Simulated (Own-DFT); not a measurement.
Al$_{16}$O$_{23}$ (corundum with two vacancies, atoms displaced) (calculated)

Computed with Own-DFT development build. A calculation, not a measurement: plane-wave PBE density functional theory by an unreviewed code, no spin, of a simulated periodic cell, stress positive in tension, free energy of the whole cell less one offset for each atom, defect cell not probed for a lower state with spin; oxygen file: force components 24 meV/angstrom off all-electron in one glass; forces on such cells passed a denser k mesh, this cell's mesh not checked; offsets are fitted by least squares, one for each functional and potential file, so energies compare only between cells with the same atoms and settings and are not formation energies; the far tail of each file's local potential was reset to the Coulomb form; each entry is a single point on an unrelaxed cell, so the pressure reflects the starting lattice, mostly measured values, from which strain is counted, and rises with the displacements; printed positions are rounded, which can move forces by about a meV/angstrom; the program is a retired in-house code; no spin-orbit coupling; before rounding, a Quantum ESPRESSO 7.3.1 run of the same cell and cutoff gave forces within 1 meV/angstrom rms on each cell, which checks the program and not the settings.

Settings shared by all entries: functional PBE; potential files PseudoDojo norm-conserving, scalar-relativistic, standard set; wave cutoff 72 hartree; occupations Fermi-Dirac; smearing width 0.1 eV; k mesh 3 x 3 x 3 centred on Gamma.

(1) Al$_{16}$O$_{23}$ (corundum with two vacancies, atoms displaced)

```
CELL_PARAMETERS angstrom
5.49400 0.00000 8.66040
-2.74700 4.75790 8.66040
-2.74700 -4.75790 8.66040
ATOMIC_POSITIONS crystal
Al 0.18536 0.18155 0.14895
Al 0.33797 0.33249 0.30893
Al 0.43339 0.42692 0.42173
Al 0.06307 0.05952 0.10637
O 0.28042 0.45954 0.12410
O 0.47068 0.12716 0.28715
O 0.13490 0.27415 0.46981
O 0.21322 0.01745 0.37921
O 0.03120 0.36688 0.22778
O 0.37860 0.21595 0.03346
Al 0.19170 0.18518 0.65463
Al 0.32934 0.31643 0.82689
Al 0.43041 0.42901 0.92984
Al 0.06251 0.08436 0.56247
O 0.27284 0.47647 0.62528
O 0.45691 0.13400 0.77401
O 0.14628 0.28050 0.97020
O 0.21692 0.00954 0.89620
O 0.02547 0.37289 0.71796
O 0.35246 0.23970 0.53508
Al 0.16050 0.68685 0.16731
Al 0.31912 0.83010 0.33311
Al 0.42430 0.92483 0.41508
Al 0.07392 0.56985 0.08414
O 0.27879 0.96410 0.12195
O 0.46809 0.62643 0.27036
O 0.21685 0.52176 0.38496
O 0.02846 0.88552 0.22899
O 0.37142 0.73110 0.01812
Al 0.18829 0.67533 0.68356
Al 0.32196 0.82578 0.82091
Al 0.42265 0.93366 0.91838
Al 0.07952 0.57495 0.58164
O 0.27095 0.98061 0.62583
O 0.47821 0.63433 0.76649
O 0.10266 0.78013 0.97990
O 0.23673 0.53286 0.86273
O 0.02948 0.86007 0.73234
Al 0.67431 0.17265 0.18031
Al 0.82284 0.33294 0.32268
Al 0.91583 0.42558 0.42817
Al 0.54976 0.10442 0.06230
O 0.78161 0.48233 0.11398
O 0.96788 0.11739 0.26878
O 0.64940 0.27209 0.47705
O 0.72679 0.02920 0.38080
O 0.53277 0.37306 0.22539
O 0.88031 0.20183 0.03758
Al 0.65747 0.18586 0.68081
Al 0.82354 0.31148 0.81515
Al 0.93100 0.41475 0.92386
Al 0.58000 0.07847 0.56871
O 0.77766 0.48548 0.62384
O 0.96892 0.13369 0.76519
O 0.62577 0.27153 0.97869
O 0.71982 0.03171 0.87330
O 0.52963 0.36512 0.72286
O 0.88236 0.19293 0.53007
Al 0.67615 0.67363 0.17496
Al 0.82438 0.81888 0.33192
Al 0.92865 0.93740 0.42291
Al 0.57217 0.56696 0.07596
O 0.78056 0.96204 0.12321
O 0.98832 0.63849 0.24882
O 0.62245 0.76864 0.47608
O 0.70327 0.53450 0.37787
O 0.51539 0.89264 0.22653
O 0.87871 0.71861 0.03087
Al 0.68461 0.65926 0.68866
Al 0.83588 0.82271 0.81964
Al 0.93059 0.93549 0.92656
Al 0.58280 0.58104 0.55988
O 0.80670 0.98156 0.60068
O 0.97749 0.62381 0.78224
O 0.60703 0.78118 0.98558
O 0.73262 0.52874 0.87156
O 0.53980 0.88566 0.71043
O 0.86929 0.72696 0.51923
```

```
free energy of cell above offsets : -39.402 eV
pressure                          : 14.55 GPa
stress xx                         : -14.25 GPa
stress yy                         : -15.3 GPa
stress zz                         : -14.09 GPa
stress yz                         : -0.25 GPa
stress xz                         : 0.08 GPa
stress xy                         : -0.38 GPa
```

Force:
```csv
element,x (eV/Å),y (eV/Å),z (eV/Å)
Al,-1.51,-4.952,1.673
Al,-2.96,-1.87,-0.309
Al,-2.161,-0.334,0.482
Al,4.699,6.245,-2.197
O,-0.292,0.772,1.114
O,0.603,0.65,-0.442
O,-1.416,1.712,-2.062
O,-0.843,1.928,1.429
O,-0.869,0.346,-0.115
O,-4.698,4.079,-2.874
Al,-4.819,-4.46,-3.136
Al,-0.112,3.73,0.918
Al,-0.143,2.693,-1.31
Al,3.36,-3.206,2.649
O,1.637,-0.879,0.857
O,1.996,0.063,0.632
O,-3.253,1.244,-4.047
O,-0.503,3.013,-0.514
O,-0.487,-0.496,1.173
O,7.338,2.271,4.474
Al,1.669,0.33,4.749
Al,0.237,-1.128,-3.244
Al,-1.45,-1.442,3.062
Al,0.87,2.164,-2.819
O,-0.861,0.16,2.251
O,-0.02,-0.966,1.181
O,0.672,2.441,-0.575
O,1.067,-5.592,-5.224
O,0.938,-2.53,-1.435
Al,1.067,2.399,-1.899
Al,-0.756,0.752,0.521
Al,0.045,-1.483,-0.815
Al,-0.494,1.395,-1.067
O,1.369,-0.527,-0.741
O,-0.426,-2.403,-0.344
O,4.815,0.658,2.769
O,-0.313,-3.339,1.576
O,-0.367,2.285,1.941
Al,1.692,-1.528,0.084
Al,2.49,-0.126,-1.39
Al,2.142,-0.233,2.219
Al,8.256,-6.709,3.066
O,0.428,-2.126,-0.158
O,-2.984,2.819,6.271
O,-3.668,1.576,-4.384
O,-0.76,1.534,-1.903
O,0.493,-0.308,-0.577
O,-0.742,2.2,0.241
Al,4.561,-2.659,0.004
Al,-0.054,0.196,3.043
Al,0.252,0.445,0.439
Al,0.045,-0.497,-0.367
O,1.983,-1.145,-3.248
O,0.617,-1.188,-0.94
O,-0.608,1.714,0.204
O,-0.807,0.377,-0.351
O,-1.823,1.465,2.899
O,-3.528,4.311,1.112
Al,-0.722,2.813,-0.287
Al,-0.734,1.316,-0.381
Al,2.131,-3.083,-1.975
Al,-0.687,2.623,1.474
O,-1.872,-0.36,2.035
O,-4.386,-5.244,-0.968
O,0.543,2.289,0.781
O,3.241,-0.567,0.562
O,2.086,0.071,-2.051
O,-1.054,-0.747,-1.243
Al,-1.526,3.869,0.943
Al,-1.202,-0.042,-0.283
Al,-1.308,0.662,-2.791
Al,-4.034,-1.115,0.087
O,-3.974,-3.789,0.329
O,0.315,-0.624,-1.431
O,2.008,1.374,0.739
O,-0.866,-1.973,-0.416
O,-0.316,-1.437,-0.861
O,0.745,-1.876,1.188
```

(2) Al$_{16}$O$_{23}$ (corundum with two vacancies, atoms displaced)

```
CELL_PARAMETERS angstrom
5.49400 0.00000 8.66040
-2.74700 4.75790 8.66040
-2.74700 -4.75790 8.66040
ATOMIC_POSITIONS crystal
Al 0.18603 0.16194 0.17005
Al 0.33959 0.31748 0.31893
Al 0.43511 0.41300 0.42340
Al 0.07778 0.07029 0.07523
O 0.27757 0.47444 0.13646
O 0.47772 0.12986 0.27480
O 0.22170 0.03677 0.36276
O 0.01304 0.39338 0.22213
O 0.37750 0.22266 0.01614
Al 0.18575 0.18084 0.66525
Al 0.32559 0.32105 0.82322
Al 0.44854 0.41970 0.90818
Al 0.07005 0.07480 0.57528
O 0.28082 0.48062 0.62034
O 0.48979 0.12141 0.76434
O 0.13496 0.28108 0.96085
O 0.21995 0.02929 0.86102
O 0.03533 0.37933 0.72133
O 0.36982 0.22915 0.53149
Al 0.16064 0.69058 0.16470
Al 0.30253 0.82267 0.33586
Al 0.43614 0.91786 0.43046
Al 0.07089 0.57643 0.07398
O 0.28168 0.98161 0.10934
O 0.47651 0.62387 0.28475
O 0.12200 0.76071 0.49688
O 0.20872 0.53545 0.38351
O 0.02332 0.84663 0.24857
O 0.37624 0.71405 0.03684
Al 0.18586 0.65088 0.68501
Al 0.32193 0.82892 0.81196
Al 0.43351 0.91124 0.92389
Al 0.07534 0.59010 0.57053
O 0.48465 0.61759 0.76186
O 0.12992 0.78691 0.97071
O 0.21920 0.53135 0.87734
O 0.02767 0.86786 0.71930
O 0.36858 0.72169 0.53884
Al 0.68782 0.17065 0.18667
Al 0.81810 0.33137 0.32690
Al 0.91816 0.43435 0.41234
Al 0.56515 0.07126 0.08395
O 0.78821 0.48733 0.11664
O 0.97408 0.11845 0.27735
O 0.63591 0.27847 0.47261
O 0.72494 0.02481 0.37738
O 0.53083 0.36820 0.23766
O 0.85722 0.22834 0.02294
Al 0.67428 0.17376 0.67938
Al 0.82731 0.32510 0.81313
Al 0.92691 0.42659 0.91237
Al 0.56620 0.07488 0.57838
O 0.78388 0.47378 0.62029
O 0.97848 0.11406 0.78150
O 0.61351 0.27162 0.99967
O 0.71858 0.01114 0.87932
O 0.54417 0.36932 0.71377
O 0.86986 0.21738 0.53952
Al 0.66928 0.66731 0.19193
Al 0.83888 0.83249 0.32438
Al 0.92048 0.94240 0.42957
Al 0.56973 0.58456 0.07478
O 0.75581 0.97171 0.14573
O 0.97978 0.61583 0.29503
O 0.62393 0.77281 0.47472
O 0.73071 0.51213 0.37699
O 0.51847 0.88069 0.22902
O 0.88784 0.72340 0.01868
Al 0.68001 0.68518 0.67152
Al 0.82374 0.81902 0.81809
Al 0.94168 0.92250 0.91859
Al 0.56990 0.56500 0.58746
O 0.78954 0.97484 0.62343
O 0.96599 0.63818 0.77105
O 0.62825 0.76863 0.00167
O 0.72245 0.53208 0.87599
O 0.52518 0.87863 0.70948
O 0.87345 0.71264 0.52866
```

```
free energy of cell above offsets : -42.168 eV
pressure                          : 13.03 GPa
stress xx                         : -12.69 GPa
stress yy                         : -14.37 GPa
stress zz                         : -12.03 GPa
stress yz                         : -1.24 GPa
stress xz                         : -1.19 GPa
stress xy                         : -0.54 GPa
```

Force:
```csv
element,x (eV/Å),y (eV/Å),z (eV/Å)
Al,-1.462,2.305,1.979
Al,-2.885,0.698,-0.822
Al,-2.55,1.258,2.027
Al,-0.018,1.249,-1.336
O,1.03,1.663,-1.861
O,-1.046,-2.2,-0.563
O,-0.731,-1.497,-0.246
O,2.925,-1.676,-1.651
O,-0.032,-0.366,0.542
Al,-1.635,0.565,-2.374
Al,0.854,0.42,0.289
Al,-2.607,-2.155,0.801
Al,0.98,0.123,0.409
O,1.856,-2.504,-0.657
O,-2.258,-1.301,-1.193
O,-1.892,-1.317,-1.547
O,-0.264,-1.88,2.383
O,0.082,-0.385,-1.191
O,2.05,-0.446,1.051
Al,3.3,-4.694,0.803
Al,2.219,-0.108,2.234
Al,-1.528,0.488,-0.408
Al,0.79,-0.576,0.366
O,0.059,-1.933,-1.226
O,-1.166,-0.797,-1.29
O,-0.363,5.764,0.532
O,2.215,0.044,0.435
O,1.354,5.861,5.602
O,-0.255,2.133,0.03
Al,-2.576,2.69,2.568
Al,0.995,1.164,-1.251
Al,-0.427,0.6,1.373
Al,0.401,-1.948,-3.999
O,-2.755,-1.579,2.58
O,-0.151,-0.38,-1.041
O,1.369,-1.174,0.446
O,0.615,0.856,1.791
O,0.767,0.243,-0.531
Al,-2.118,0.843,-3.669
Al,2.166,0.437,-0.429
Al,0.558,-1.894,3.125
Al,1.583,0.405,0.601
O,0.95,-2.036,-2.37
O,0.341,2.118,0.585
O,-1.224,-0.298,-2.37
O,-0.773,-0.798,2.015
O,1.199,1.412,-0.035
O,3.64,-0.146,3.423
Al,1.707,-1.038,0.66
Al,-0.32,-0.925,-0.242
Al,-1.033,-0.265,2.127
Al,1.038,0.718,0.492
O,0.095,-0.734,-0.489
O,-1.049,1.308,0.635
O,1.564,3.296,-1.17
O,-1.189,1.09,1.913
O,-1.798,-1.218,-0.363
O,1.036,1.051,0.03
Al,0.365,1.614,2.246
Al,-3.221,-2.808,-6.257
Al,0.746,-2.876,-1.087
Al,1.485,-2.101,0.367
O,3.432,0.248,0.954
O,-0.655,2.001,-1.857
O,1.286,0.114,1.11
O,-3.691,1.005,1.065
O,0.392,-1.171,-0.802
O,-1.124,-0.83,0.517
Al,0.81,-1.147,-2.49
Al,-1.273,-0.729,3.618
Al,-2.33,-1.132,-2.71
Al,1.839,3.942,-0.168
O,-0.684,0.23,-2.17
O,1.431,-2.872,-1.816
O,-0.595,4.102,-4.079
O,-0.813,0.654,-0.388
O,-0.533,-1.1,1.818
O,-0.495,0.321,2.602
```

(3) Al$_{16}$O$_{23}$ (corundum with two vacancies, atoms displaced)

```
CELL_PARAMETERS angstrom
5.49400 0.00000 8.66040
-2.74700 4.75790 8.66040
-2.74700 -4.75790 8.66040
ATOMIC_POSITIONS crystal
Al 0.17437 0.19116 0.16043
Al 0.32777 0.31267 0.32616
Al 0.42894 0.42517 0.41903
Al 0.06550 0.06720 0.07119
O 0.26973 0.46923 0.13022
O 0.47876 0.11109 0.28745
O 0.12706 0.28086 0.46220
O 0.00156 0.37745 0.22629
O 0.38397 0.22447 0.02854
Al 0.20135 0.15281 0.66590
Al 0.31338 0.33391 0.81418
Al 0.41044 0.43165 0.92211
Al 0.08103 0.07409 0.57559
O 0.28839 0.46326 0.62851
O 0.48018 0.13024 0.76819
O 0.13584 0.28312 0.96949
O 0.22154 0.03011 0.87740
O 0.01802 0.37542 0.72862
O 0.37863 0.22702 0.51927
Al 0.19808 0.68343 0.16024
Al 0.32735 0.82405 0.31099
Al 0.42796 0.91176 0.41685
Al 0.07208 0.57595 0.07949
O 0.27896 0.97146 0.12148
O 0.46234 0.64048 0.27818
O 0.13664 0.79496 0.45790
O 0.21186 0.51634 0.38489
O 0.02199 0.87736 0.21886
O 0.37012 0.70547 0.03893
Al 0.17645 0.68286 0.68923
Al 0.32328 0.83413 0.82339
Al 0.43594 0.92303 0.91769
Al 0.06571 0.57031 0.57181
O 0.26282 0.96882 0.63451
O 0.47240 0.63162 0.76403
O 0.13833 0.77813 0.96668
O 0.20758 0.52947 0.88627
O 0.02642 0.87372 0.72445
Al 0.66391 0.16465 0.19626
Al 0.82448 0.32821 0.32793
Al 0.92289 0.41998 0.42433
Al 0.58070 0.07746 0.07819
O 0.76615 0.46686 0.14676
O 0.96957 0.13665 0.27671
O 0.61386 0.27620 0.47675
O 0.70790 0.02169 0.38748
O 0.54137 0.35877 0.21352
O 0.87068 0.21670 0.02659
Al 0.66967 0.15897 0.69629
Al 0.81756 0.32040 0.82995
Al 0.92352 0.41756 0.92814
Al 0.58384 0.07218 0.56693
O 0.77023 0.48408 0.63724
O 0.97977 0.12979 0.77249
O 0.61192 0.27958 0.97188
O 0.71651 0.01575 0.88596
O 0.53064 0.36680 0.72492
O 0.87653 0.22780 0.52230
Al 0.67532 0.68541 0.15925
Al 0.82035 0.83557 0.33594
Al 0.93406 0.93413 0.42092
Al 0.59446 0.57373 0.05745
O 0.77187 0.96515 0.14004
O 0.96891 0.63094 0.28674
O 0.62611 0.77102 0.47217
O 0.71916 0.53032 0.37647
O 0.53742 0.86446 0.20743
O 0.88681 0.72399 0.02057
Al 0.68176 0.66948 0.68360
Al 0.82016 0.81547 0.84193
Al 0.92140 0.91920 0.93127
Al 0.55210 0.59896 0.57353
O 0.78164 0.96218 0.61919
O 0.95666 0.62855 0.79842
O 0.62664 0.78888 0.95559
O 0.72377 0.50338 0.87022
O 0.52815 0.87357 0.73429
O 0.88390 0.72135 0.53233
```

```
free energy of cell above offsets : -42.348 eV
pressure                          : 12.77 GPa
stress xx                         : -12.78 GPa
stress yy                         : -13.25 GPa
stress zz                         : -12.29 GPa
stress yz                         : 0.42 GPa
stress xz                         : 0.08 GPa
stress xy                         : -0.11 GPa
```

Force:
```csv
element,x (eV/Å),y (eV/Å),z (eV/Å)
Al,0.465,-1.921,0.765
Al,-0.809,1.758,-0.394
Al,-0.85,0.172,0.701
Al,-0.046,0.437,2.023
O,0.685,0.133,0.074
O,-1.066,-0.244,-1.001
O,0.312,-1.24,-0.129
O,3.465,2.615,3.636
O,-1.525,-1.007,-1.908
Al,-4.025,2.036,1.38
Al,2.851,-1.909,2.339
Al,1.719,-0.406,1.367
Al,-0.743,1.075,-2.195
O,-1.539,3.881,-2.006
O,-1.379,-2.354,-1.737
O,-2.104,-0.232,-2.881
O,1.381,0.283,-0.37
O,1.707,0.055,1.019
O,0.264,-1.973,-0.787
Al,-8.135,-6.223,-5.383
Al,-1.845,1.344,2.274
Al,-0.913,0.143,0.412
Al,-0.785,-1.484,1.268
O,0.236,0.972,-0.967
O,3.372,-1.911,-2.881
O,-1.687,-2.078,-1.4
O,1.495,1.683,1.397
O,0.151,-0.084,1.379
O,7.941,4.812,5.267
Al,1.783,1.376,-1.929
Al,1.448,-1.297,-2.021
Al,-3.173,1.038,1.55
Al,1.699,-1.629,1.631
O,2.864,-0.196,1.179
O,-2.789,-1.358,1.533
O,-1.727,-0.083,-0.973
O,0.967,0.09,0.171
O,-1.096,0.902,0.798
Al,2.449,1.601,-0.512
Al,-2.896,-2.258,-1.549
Al,-2.008,0.969,2.541
Al,-0.894,0.201,-1.866
O,0.759,3.869,-2.627
O,0.909,-0.775,-2.108
O,2.011,0.83,0.875
O,1.723,0.636,0.571
O,-3.179,1.822,2.202
O,-0.108,-1.089,1.149
Al,0.555,3.361,0.834
Al,1.539,-0.102,-2.282
Al,1.144,0.219,1.003
Al,-2.063,-0.269,1.613
O,2.742,0.289,-2.802
O,-0.758,-1.477,-1.348
O,1.393,-0.514,1.27
O,0.605,0.044,1.015
O,-1.099,1.035,0.453
O,-0.476,-2.705,-0.297
Al,0.62,-3.957,1.443
Al,2.141,-2.142,-3.508
Al,0.718,-0.692,0.861
Al,-1.562,-2.04,-1.965
O,0.933,1.495,-0.499
O,0.581,0.177,-1.385
O,-0.742,1.733,1.436
O,-0.891,0.551,-0.184
O,-2.112,1.519,2.394
O,-1.731,-1.358,-0.93
Al,0.251,1.309,-1.766
Al,2.36,3.536,-0.169
Al,0.693,1.105,2.27
Al,2.581,-1.674,-1.864
O,-1.148,-0.451,1.958
O,1.985,-0.567,-1.682
O,0.198,-3.278,-0.712
O,-4.346,0.117,5.97
O,0.831,0.409,-2.004
O,-2.277,1.34,-1.003
```

(4) Al$_{16}$O$_{23}$ (corundum with two vacancies, atoms displaced)

```
CELL_PARAMETERS angstrom
5.49400 0.00000 8.66040
-2.74700 4.75790 8.66040
-2.74700 -4.75790 8.66040
ATOMIC_POSITIONS crystal
Al 0.15068 0.18053 0.19324
Al 0.33808 0.31581 0.33025
Al 0.42101 0.43696 0.43229
Al 0.07877 0.06014 0.07778
O 0.28512 0.46036 0.13166
O 0.48111 0.11800 0.27513
O 0.13186 0.26588 0.47433
O 0.21538 0.01649 0.40175
O 0.02156 0.34858 0.24871
O 0.38357 0.21107 0.02792
Al 0.16402 0.18372 0.67639
Al 0.32443 0.31463 0.82790
Al 0.42912 0.40899 0.94841
Al 0.08259 0.06105 0.57231
O 0.26628 0.47700 0.62427
O 0.48251 0.12677 0.77727
O 0.12116 0.29608 0.95200
O 0.22331 0.03369 0.87064
O 0.34841 0.23858 0.53520
Al 0.17821 0.65101 0.17982
Al 0.33277 0.82862 0.30980
Al 0.43217 0.92438 0.41815
Al 0.06231 0.57104 0.08768
O 0.27648 0.97653 0.11920
O 0.46529 0.62966 0.28056
O 0.12083 0.80259 0.47093
O 0.23394 0.51835 0.36689
O 0.02213 0.86101 0.23559
O 0.36106 0.72081 0.03648
Al 0.16781 0.67542 0.67935
Al 0.32889 0.84438 0.80154
Al 0.42803 0.92262 0.93074
Al 0.08774 0.56383 0.57117
O 0.26103 0.98401 0.64285
O 0.47842 0.61739 0.78768
O 0.12756 0.78473 0.96290
O 0.21949 0.53093 0.87056
O 0.02534 0.86505 0.72362
O 0.37999 0.71413 0.54027
Al 0.68150 0.16906 0.16919
Al 0.81546 0.32255 0.33024
Al 0.91102 0.43090 0.42716
Al 0.55879 0.09727 0.07761
O 0.78766 0.46086 0.13779
O 0.96284 0.12736 0.29071
O 0.63270 0.25825 0.46998
O 0.74155 0.01909 0.37828
O 0.51839 0.38706 0.21402
O 0.88715 0.23265 0.01598
Al 0.67797 0.19431 0.66035
Al 0.83151 0.31931 0.81356
Al 0.91534 0.42394 0.93509
Al 0.56974 0.06174 0.58306
O 0.77306 0.47671 0.62657
O 0.97755 0.11857 0.78462
O 0.62596 0.26979 0.96956
O 0.73404 0.02934 0.86604
O 0.53047 0.37428 0.71277
O 0.86164 0.21616 0.53038
Al 0.66369 0.67506 0.18526
Al 0.81986 0.81488 0.32805
Al 0.93200 0.92061 0.42703
Al 0.57361 0.56974 0.06277
O 0.78039 0.97335 0.12092
O 0.98296 0.61894 0.27432
O 0.63238 0.77409 0.45374
O 0.70324 0.53650 0.39257
O 0.52957 0.86875 0.22344
O 0.86473 0.72449 0.03141
Al 0.67993 0.67675 0.65977
Al 0.81872 0.82340 0.82544
Al 0.90943 0.95476 0.93770
Al 0.57159 0.57049 0.58121
O 0.76840 0.97176 0.62295
O 0.97940 0.61831 0.78105
O 0.62191 0.76085 0.97799
O 0.51236 0.87669 0.72351
O 0.88307 0.73170 0.50480
```

```
free energy of cell above offsets : -41.328 eV
pressure                          : 13.33 GPa
stress xx                         : -16.13 GPa
stress yy                         : -11.87 GPa
stress zz                         : -12 GPa
stress yz                         : 0.41 GPa
stress xz                         : 1.4 GPa
stress xy                         : -0.8 GPa
```

Force:
```csv
element,x (eV/Å),y (eV/Å),z (eV/Å)
Al,4.123,-0.915,-1.451
Al,-1.851,-0.073,-1.044
Al,1.659,-0.553,-1.302
Al,-0.191,0.376,-0.527
O,-0.417,-0.645,-1.321
O,-1.036,-0.202,1.119
O,-1.541,1.408,-1.128
O,5.168,4.173,-2.637
O,-2.413,4.217,3.346
O,-3.176,0.774,-0.881
Al,-0.875,0.341,1.067
Al,-0.697,1.399,1.053
Al,-1.657,4.869,-1.855
Al,-4.56,-2.414,1.614
O,1.635,-0.416,1.339
O,-0.521,-1.239,-1.879
O,0.358,-2.914,0.681
O,-0.455,-0.392,0.942
O,3.77,-1.167,1.867
Al,-0.175,3.328,2.946
Al,-2.347,-1.399,0.208
Al,-1.394,-1.825,-0.818
Al,1.418,3.062,-1.98
O,-0.913,-0.456,1.048
O,0.67,-0.515,0.024
O,2.152,-1.264,-1.41
O,-2.203,0.154,1.301
O,1.84,2.752,0.501
O,1.305,0.627,1.142
Al,0.578,0.376,1.368
Al,-1.988,-6.657,-0.46
Al,-0.197,0.479,-0.999
Al,-2.407,-0.149,-2.061
O,2.98,3.194,-3.441
O,0.284,0.715,-0.484
O,-0.946,-1.165,-0.326
O,0.238,-2.503,1.205
O,-0.707,1.407,1.419
O,-0.829,1.205,-0.595
Al,0.161,-0.294,3.515
Al,0.014,-1.146,-0.448
Al,1.644,-1.608,0.874
Al,4.733,-3.007,-3.489
O,-1.256,1.643,-0.838
O,2.327,0.355,-1.275
O,-2.695,2.268,0.124
O,-2.839,2.313,-3.634
O,2.49,-2.222,-0.386
O,-1.091,-2.821,-2.753
Al,-1.755,-4.946,-2.785
Al,-0.457,0.802,2.134
Al,0.261,2.242,0.798
Al,0.401,1.899,1.449
O,1.223,-0.058,-0.866
O,-1.38,2.236,0.05
O,1.217,0.554,2.415
O,-1.94,-0.087,0.253
O,-1.444,-0.22,0.9
O,3.246,1.657,3.889
Al,2.334,0.158,-0.077
Al,1.991,2.192,2.278
Al,-1.023,0.114,-0.048
Al,-0.201,1.118,-0.307
O,-3.957,-2.413,2.436
O,-1.619,-1.395,-1.973
O,-1.471,-0.918,1.382
O,3.52,0.932,-1.85
O,-1.468,1.633,0.786
O,-0.173,-1.661,0.379
Al,-0.614,-1.453,2.19
Al,0.679,0.599,1.203
Al,6.079,-1.02,-5.219
Al,-2.572,-1.236,0.053
O,0.594,-2.004,0.676
O,-1.473,0.303,-1.681
O,-0.075,1.32,1.011
O,2.816,0.739,1.506
O,-0.911,-4.562,-0.261
```
